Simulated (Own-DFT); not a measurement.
# Computed records: Hf$_{36}$O$_{71}$ (tetragonal hafnia with one neutral oxygen vacancy, atoms displaced)

A calculation, not a measurement: plane-wave PBE and HSE06 DFT by an unreviewed code, no spin, of a simulated cell at Gamma alone, so results move with cell size and shape, stress positive in tension, energies less offsets, not probed for a lower state with spin; hafnium file: forces about 75 meV/angstrom off all-electron values; oxygen file: force components 24 meV/angstrom off all-electron in a glass; k mesh not checked against a denser one; forces and stress are PBE's, HSE06 gives the energy alone, and its difference from PBE has offsets of its own; offsets are fitted by least squares, one for each functional and potential file, so energies compare only between cells with the same atoms and settings and are not formation energies; the far tail of each file's local potential was reset to the Coulomb form; each entry is a single point on an unrelaxed cell, so the pressure reflects the starting lattice, taken from the Materials Project, from which strain is counted, and rises with the displacements; printed positions are rounded, which can move forces by about a meV/angstrom; the program is a retired in-house code; no spin-orbit coupling. Program: Own-DFT development build.

Common to all runs: first functional PBE; second functional HSE06; exact exchange share 0.25; screening 0.11 1/bohr; exchange divergence Gygi-Baldereschi; potential files PseudoDojo norm-conserving, scalar-relativistic, made for PBE, standard set; wave cutoff 48 hartree; occupations fixed; k mesh 1 x 1 x 1 centred on Gamma.

(1) Hf$_{36}$O$_{71}$ (tetragonal hafnia with one neutral oxygen vacancy, atoms displaced)

```
Hf36O71
1.0
     10.7800     0.0000     0.0000
      0.0000    10.7800     0.0000
      0.0000     0.0000    10.4493
Hf O Hf O Hf O Hf O Hf O Hf O Hf O Hf O Hf O Hf O Hf O Hf O Hf O Hf O Hf O Hf O Hf O Hf O
2 4 2 4 2 4 2 4 2 4 2 3 2 4 2 4 2 4 2 4 2 4 2 4 2 4 2 4 2 4 2 4 2 4 2 4
Direct
  0.00294 0.99398 0.99010
  0.16806 0.16077 0.26038
  0.00190 0.16314 0.15768
  0.16166 0.00332 0.34617
  0.00156 0.16955 0.40375
  0.16088 0.99761 0.10464
  0.99621 0.00985 0.50043
  0.16918 0.16288 0.74412
  0.99896 0.16107 0.65883
  0.17028 0.00187 0.85059
  0.99054 0.15699 0.90174
  0.15944 0.00278 0.59511
  0.99349 0.33700 0.00139
  0.16776 0.49900 0.25431
  0.99932 0.50173 0.16192
  0.16616 0.32109 0.35094
  0.99986 0.50225 0.39585
  0.17079 0.33061 0.09684
  0.99150 0.32463 0.49865
  0.15927 0.50402 0.74626
  0.99622 0.50292 0.65505
  0.16771 0.33476 0.85517
  0.99348 0.49609 0.89783
  0.15428 0.33762 0.59795
  0.00333 0.67224 0.00613
  0.16423 0.82006 0.25409
  0.00122 0.83066 0.15452
  0.16496 0.65696 0.34952
  0.99739 0.83063 0.40326
  0.16499 0.66310 0.09950
  0.00063 0.66814 0.50504
  0.17226 0.83199 0.74383
  0.99520 0.82519 0.65353
  0.16878 0.66809 0.85000
  0.15838 0.67108 0.59677
  0.32937 0.99622 0.99928
  0.50780 0.16622 0.23884
  0.32510 0.17239 0.15316
  0.49676 0.99327 0.34446
  0.33330 0.16164 0.39331
  0.50214 0.99336 0.10012
  0.33776 0.00506 0.49697
  0.50531 0.16468 0.74359
  0.34506 0.16096 0.64727
  0.50315 0.00216 0.85154
  0.33168 0.16994 0.90365
  0.49867 0.00194 0.60263
  0.34083 0.33236 0.99714
  0.49340 0.49473 0.26164
  0.32539 0.49476 0.15263
  0.50479 0.32997 0.34135
  0.32926 0.49531 0.39919
  0.50160 0.33804 0.10199
  0.33365 0.32701 0.50299
  0.50064 0.49962 0.75963
  0.33499 0.50342 0.65072
  0.51282 0.33060 0.85534
  0.33608 0.49954 0.89896
  0.49845 0.33391 0.59634
  0.32761 0.66343 0.00669
  0.50173 0.83273 0.24867
  0.32996 0.83155 0.15557
  0.49985 0.66044 0.35187
  0.34030 0.82436 0.39668
  0.49744 0.66422 0.08868
  0.33330 0.67597 0.50712
  0.50372 0.84019 0.75624
  0.33233 0.83155 0.64089
  0.50024 0.67012 0.85291
  0.33257 0.83381 0.90530
  0.49995 0.66589 0.60385
  0.66200 0.99575 0.00428
  0.82992 0.16158 0.24357
  0.66625 0.16178 0.15844
  0.83697 0.00080 0.35180
  0.65934 0.17042 0.39762
  0.83361 0.00231 0.09231
  0.66494 0.99599 0.50123
  0.83673 0.17015 0.75058
  0.67924 0.16000 0.65198
  0.83647 0.00013 0.84761
  0.66808 0.16186 0.89853
  0.83600 0.99572 0.60258
  0.66584 0.33395 0.00451
  0.83304 0.50413 0.25558
  0.66627 0.50120 0.15631
  0.83130 0.33402 0.34805
  0.66294 0.50525 0.39599
  0.83087 0.33864 0.09011
  0.66703 0.33619 0.49637
  0.83008 0.49690 0.74788
  0.67040 0.49870 0.66346
  0.84107 0.33958 0.84739
  0.66368 0.49596 0.91083
  0.83463 0.34205 0.59713
  0.66757 0.67114 0.99758
  0.83162 0.83786 0.25548
  0.66975 0.83732 0.15786
  0.83403 0.66742 0.34237
  0.65695 0.84252 0.40247
  0.82847 0.66372 0.10012
  0.66348 0.66478 0.49735
  0.82616 0.83173 0.75504
  0.65873 0.82931 0.64714
  0.83754 0.66079 0.84736
  0.67009 0.83339 0.89987
  0.83617 0.66587 0.59148
```

* PBE energy of cell above offsets: -96.486 eV
* HSE06 less PBE above offsets: 0.106 eV
* PBE pressure: 1.89 GPa
* PBE stress xx: -2.32 GPa
* PBE stress yy: -1.17 GPa
* PBE stress zz: -2.17 GPa
* PBE stress yz: -0.04 GPa
* PBE stress xz: -0.2 GPa
* PBE stress xy: 0.02 GPa

Force:
```
element  x (eV/Å)  y (eV/Å)  z (eV/Å)
     Hf    -0.175     0.208     1.319
     Hf    -0.311     1.431    -3.246
      O     -1.35      0.45     0.121
      O     0.312    -3.023     1.567
      O    -0.815    -1.013     0.022
      O     1.012    -0.448    -1.597
     Hf    -0.117    -2.147    -0.185
     Hf    -0.013     1.554     1.727
      O     0.326     0.414    -1.362
      O    -0.148    -0.629    -0.667
      O     0.608     1.657     0.109
      O     1.779     0.104     0.465
     Hf     2.722    -0.668    -0.216
     Hf     -0.82    -2.892    -0.151
      O    -0.058    -0.187    -1.387
      O     0.191     2.038     0.696
      O    -0.312    -0.988     1.688
      O    -1.119     0.602    -0.459
     Hf     1.323     3.082    -0.863
     Hf     0.501    -1.549     0.987
      O     0.315     0.306    -0.609
      O    -0.168    -0.523     -2.01
      O     1.109     1.431     1.189
      O     1.965    -0.825     0.243
     Hf    -1.834    -0.904    -0.952
     Hf    -0.084     1.866    -0.036
      O    -0.771    -0.508    -0.438
      O     0.364     1.869     0.539
      O     0.371     0.828     0.066
      O    -0.073     0.393     0.753
     Hf    -1.252    -0.618    -1.322
     Hf    -1.895    -0.223     0.592
      O     0.777     0.526     1.513
      O    -0.476     0.398    -0.159
      O       2.4    -0.052     0.985
     Hf    -1.256     1.155     1.299
     Hf    -3.551    -0.088     1.902
      O     2.501    -0.861    -0.425
      O    -0.179     1.552     0.527
      O     0.575     0.488     1.607
      O    -1.034     0.358    -0.091
     Hf     -0.69    -1.101    -0.905
     Hf     1.537     0.666     1.619
      O    -2.353      0.37    -0.323
      O    -0.281    -0.006    -0.117
      O     0.529    -1.365    -0.899
      O     0.552    -0.084    -0.315
     Hf    -2.654     0.285     1.064
     Hf     0.243     0.753    -2.297
      O     1.682     0.874     -0.24
      O    -0.271    -0.451      1.39
      O     0.541    -0.263     0.916
      O     0.245    -0.884     0.095
     Hf     -1.62     1.414    -1.096
     Hf    -0.706     0.733    -0.156
      O    -0.596    -0.401     0.388
      O    -0.878    -0.352    -1.233
      O     0.503     0.251     0.352
      O     0.935     -0.32     0.195
     Hf     1.191      -0.4    -1.064
     Hf    -1.035    -1.014     0.215
      O     0.255    -0.118    -0.358
      O     0.212     1.177    -0.068
      O     -0.75     1.716     0.352
      O     0.343     0.584     1.171
     Hf     0.519    -2.305    -0.331
     Hf     -0.76    -1.857    -0.538
      O     0.572     0.422     1.051
      O     0.356     0.216    -0.986
      O     0.123     -0.14    -0.714
      O     0.255    -0.211    -0.566
     Hf     1.632     0.961    -1.099
     Hf     2.478     0.714     0.506
      O     0.855     0.014    -2.311
      O    -0.487     0.612    -0.038
      O     0.233    -1.049     0.867
      O    -0.192    -0.168     0.697
     Hf     0.698     1.534     0.553
     Hf     0.004    -0.592       2.1
      O     -2.13     0.602    -0.745
      O    -0.055    -1.115    -0.411
      O     0.187     0.248     1.066
      O     -0.89    -0.166    -0.815
     Hf     -0.39     0.469    -0.817
     Hf     0.093    -0.324    -1.297
      O    -0.573    -0.272     0.323
      O    -0.346    -0.879      0.03
      O     0.241    -1.248     1.591
      O    -0.137    -0.803     1.378
     Hf     0.174    -0.177    -0.381
     Hf     2.078     0.716     1.087
      O    -2.162     0.071    -1.727
      O    -0.709    -1.806    -0.224
      O     0.049     1.197    -0.528
      O    -1.086    -0.804     0.083
     Hf    -0.136    -2.324     0.979
     Hf     1.428    -1.111     -0.63
      O    -0.444    -0.169    -0.858
      O    -0.825     1.243     0.897
      O     0.765    -2.173    -0.302
      O     0.935     0.542    -0.708
     Hf      0.02     0.809     0.645
     Hf     1.432     0.085    -0.901
      O     0.847     0.576     0.557
      O    -0.474     1.494     0.135
      O     -0.35     0.525    -0.251
      O    -2.096     0.007     0.202
```

(2) Hf$_{36}$O$_{71}$ (tetragonal hafnia with one neutral oxygen vacancy, atoms displaced)

```
Hf36O71
1.0
     10.7800     0.0000     0.0000
      0.0000    10.7800     0.0000
      0.0000     0.0000    10.4493
Hf O Hf O Hf O Hf O Hf O Hf O Hf O Hf O Hf O Hf O Hf O Hf O Hf O Hf O Hf O Hf O Hf O Hf O
2 4 2 4 2 4 2 4 2 4 2 4 2 4 2 4 2 4 2 4 2 4 2 3 2 4 2 4 2 4 2 4 2 4 2 4
Direct
  0.99989 0.99613 0.99862
  0.17248 0.16509 0.24694
  0.00032 0.16693 0.14867
  0.16039 0.99668 0.34863
  0.00065 0.16705 0.40105
  0.17131 0.99994 0.09861
  0.99708 0.99907 0.49975
  0.16205 0.16698 0.74501
  0.99864 0.17225 0.65098
  0.16779 0.00249 0.85280
  0.99702 0.16483 0.89994
  0.17367 0.99672 0.60319
  0.99925 0.33230 0.00008
  0.16294 0.50200 0.25290
  0.00348 0.49927 0.15366
  0.16701 0.33010 0.34522
  0.99729 0.49717 0.40085
  0.16565 0.34084 0.09879
  0.99716 0.33877 0.49596
  0.16889 0.50312 0.75160
  0.99642 0.49721 0.65304
  0.16148 0.32941 0.84837
  0.00274 0.49875 0.90648
  0.16366 0.33338 0.60310
  0.99699 0.66746 0.99809
  0.16759 0.82887 0.24912
  0.99864 0.83319 0.15368
  0.16970 0.66868 0.34821
  0.00109 0.83179 0.40025
  0.16766 0.67203 0.09963
  0.99889 0.66353 0.50114
  0.17134 0.83529 0.75242
  0.99734 0.82651 0.64859
  0.16920 0.66440 0.84518
  0.99948 0.83345 0.90739
  0.16378 0.66481 0.60041
  0.33730 0.99779 0.00671
  0.49981 0.16698 0.24991
  0.32833 0.16558 0.14965
  0.50294 0.00135 0.35111
  0.32881 0.16523 0.40210
  0.50111 0.99759 0.09610
  0.33892 0.00037 0.49755
  0.49861 0.16769 0.75500
  0.32616 0.17023 0.65004
  0.49949 0.99567 0.84502
  0.32826 0.16596 0.90079
  0.49468 0.99708 0.60292
  0.33334 0.32608 0.99981
  0.50153 0.50027 0.24524
  0.33203 0.49820 0.15392
  0.49919 0.33615 0.34848
  0.33006 0.50074 0.40060
  0.50009 0.33067 0.09621
  0.33891 0.33569 0.50232
  0.50916 0.49941 0.74690
  0.33761 0.50472 0.64950
  0.49873 0.33659 0.84863
  0.33591 0.49820 0.90420
  0.50544 0.33092 0.60051
  0.33393 0.66483 0.00043
  0.49698 0.83373 0.24995
  0.33271 0.82989 0.15434
  0.50041 0.66708 0.34723
  0.33349 0.83438 0.40005
  0.50205 0.66834 0.09818
  0.33229 0.66734 0.50060
  0.49144 0.83006 0.75096
  0.49935 0.66592 0.84854
  0.33595 0.83497 0.89775
  0.49976 0.66979 0.59640
  0.66750 0.00149 0.00012
  0.83172 0.16312 0.24591
  0.67071 0.16783 0.15266
  0.83994 0.99652 0.34759
  0.66193 0.16564 0.40411
  0.83155 0.99850 0.09925
  0.67126 0.00288 0.49276
  0.83338 0.16373 0.74884
  0.67066 0.16816 0.65034
  0.83521 0.00071 0.84975
  0.66999 0.16514 0.90011
  0.83632 0.99912 0.59917
  0.66514 0.33380 0.00106
  0.83406 0.50149 0.25031
  0.66599 0.50079 0.15280
  0.83567 0.33072 0.34977
  0.67045 0.50008 0.40482
  0.83402 0.33173 0.09634
  0.66702 0.33501 0.50000
  0.83022 0.50110 0.74843
  0.66412 0.49929 0.65558
  0.83081 0.33287 0.85146
  0.66492 0.49923 0.90552
  0.83900 0.33385 0.60431
  0.66279 0.66609 0.99878
  0.83025 0.83406 0.24902
  0.66363 0.83361 0.14791
  0.83301 0.66363 0.34300
  0.66501 0.83584 0.40549
  0.83340 0.66645 0.09909
  0.66417 0.67062 0.49658
  0.83076 0.83440 0.75009
  0.66338 0.83315 0.65336
  0.83340 0.66689 0.84406
  0.66451 0.83175 0.90496
  0.83624 0.66893 0.59523
```

- PBE energy of cell above offsets: -100.594 eV
- HSE06 less PBE above offsets: -0.101 eV
- PBE pressure: 0.46 GPa
- PBE stress xx: -0.09 GPa
- PBE stress yy: -0.36 GPa
- PBE stress zz: -0.92 GPa
- PBE stress yz: -0.02 GPa
- PBE stress xz: 0.28 GPa
- PBE stress xy: -0.07 GPa

Force:
```
element  x (eV/Å)  y (eV/Å)  z (eV/Å)
     Hf     0.636     1.359     0.395
     Hf    -2.524    -0.228     1.329
      O    -0.029      -0.2     0.342
      O     0.492      0.34    -0.421
      O    -0.343    -0.239     0.428
      O     -0.47    -0.291    -0.024
     Hf     1.773     0.063    -0.543
     Hf    -0.009     0.212     0.595
      O     -0.16    -0.972    -0.184
      O    -0.355    -0.866     -0.43
      O    -0.102    -0.166     0.304
      O    -0.632    -0.675    -0.392
     Hf     0.541    -0.589    -0.358
     Hf     1.078    -1.096    -0.343
      O    -1.155     0.383     0.076
      O     0.032     0.712     0.172
      O     0.258     1.228    -0.468
      O     0.492    -0.656    -0.342
     Hf     0.839     -2.05     0.987
     Hf    -0.187    -1.565    -0.424
      O      0.48     0.617     0.125
      O       0.4      0.74     0.036
      O    -0.234     0.689     -0.39
      O     0.753     0.589    -1.168
     Hf     0.343    -0.506     0.658
     Hf    -1.172     0.995     0.428
      O    -0.158     0.134    -0.096
      O    -0.217     -0.53     0.418
      O    -0.375     -0.48     0.424
      O    -0.246    -0.207    -0.558
     Hf     0.298     1.162     0.143
     Hf     -0.25     0.492     -0.78
      O     0.517     0.606     0.991
      O     0.011     0.982     0.673
      O     0.006    -0.455     -0.81
      O     0.681     0.115    -0.399
     Hf     -1.43     0.276    -1.716
     Hf    -0.014     0.441     0.266
      O     2.277     0.102    -0.263
      O    -0.163     0.026    -0.702
      O     0.777     0.465    -0.489
      O     0.148     0.553     0.911
     Hf    -1.263     0.092     0.687
     Hf    -0.273    -0.613    -0.912
      O     1.906     0.284     0.191
      O     0.095     1.088     0.516
      O     1.149    -0.509      0.29
      O     0.746     0.013    -0.635
     Hf    -1.253     1.448    -0.314
     Hf    -1.083     0.318     0.487
      O     0.601     0.498     0.003
      O      0.12    -0.607    -0.126
      O     0.276    -0.175     0.506
      O    -0.091     -0.31     0.587
     Hf    -1.751    -0.149     0.206
     Hf    -2.677      0.34     1.268
      O     0.074    -0.477     0.241
      O     0.255    -0.844    -0.038
      O    -0.442    -0.043      0.16
      O    -0.544     0.087    -0.155
     Hf    -0.347    -0.621    -0.274
     Hf     0.427    -0.377     0.081
      O     0.823     0.369    -0.592
      O     0.287     -0.12    -0.137
      O     0.391    -0.071     0.582
      O    -0.701    -0.204     0.118
     Hf    -0.472    -0.388     0.154
     Hf     0.287     0.341    -0.726
      O     0.173    -0.333    -0.054
      O    -0.264    -0.465     0.331
      O     0.059     0.214    -0.035
     Hf     0.367    -0.888    -0.673
     Hf     2.275     0.804     0.451
      O    -1.592     -0.21    -0.097
      O     -0.95     0.639     0.365
      O     0.176     0.645      -0.8
      O    -0.008     0.053     0.087
     Hf    -0.659    -0.414     2.222
     Hf     0.649     1.088     0.422
      O    -0.985    -0.312     0.111
      O    -0.247    -0.715    -0.027
      O    -0.792     0.245     0.346
      O     -0.85     0.049     -0.13
     Hf      1.22    -0.234    -0.531
     Hf     0.336    -0.795    -0.426
      O     0.174    -0.267    -0.089
      O    -0.586     0.087    -0.359
      O    -0.214     0.097    -0.001
      O    -0.661      0.23     0.451
     Hf     1.241    -0.496     0.367
     Hf     1.298    -1.024     0.484
      O     1.372     0.145    -1.174
      O    -0.166     0.392    -0.524
      O    -0.042     0.164    -0.431
      O    -1.661     0.361    -0.881
     Hf     0.759     0.551     0.128
     Hf     0.826    -0.729    -0.547
      O     0.119     0.049     0.989
      O    -0.247     0.882     0.474
      O     0.274    -0.215    -0.921
      O    -0.332    -0.161    -0.502
     Hf     0.452     0.018     0.687
     Hf    -0.012    -0.094    -0.565
      O     0.442    -0.112     0.136
      O     0.025     -0.05     0.366
      O       0.4     0.388    -0.064
      O    -1.511     -0.47     -0.17
```
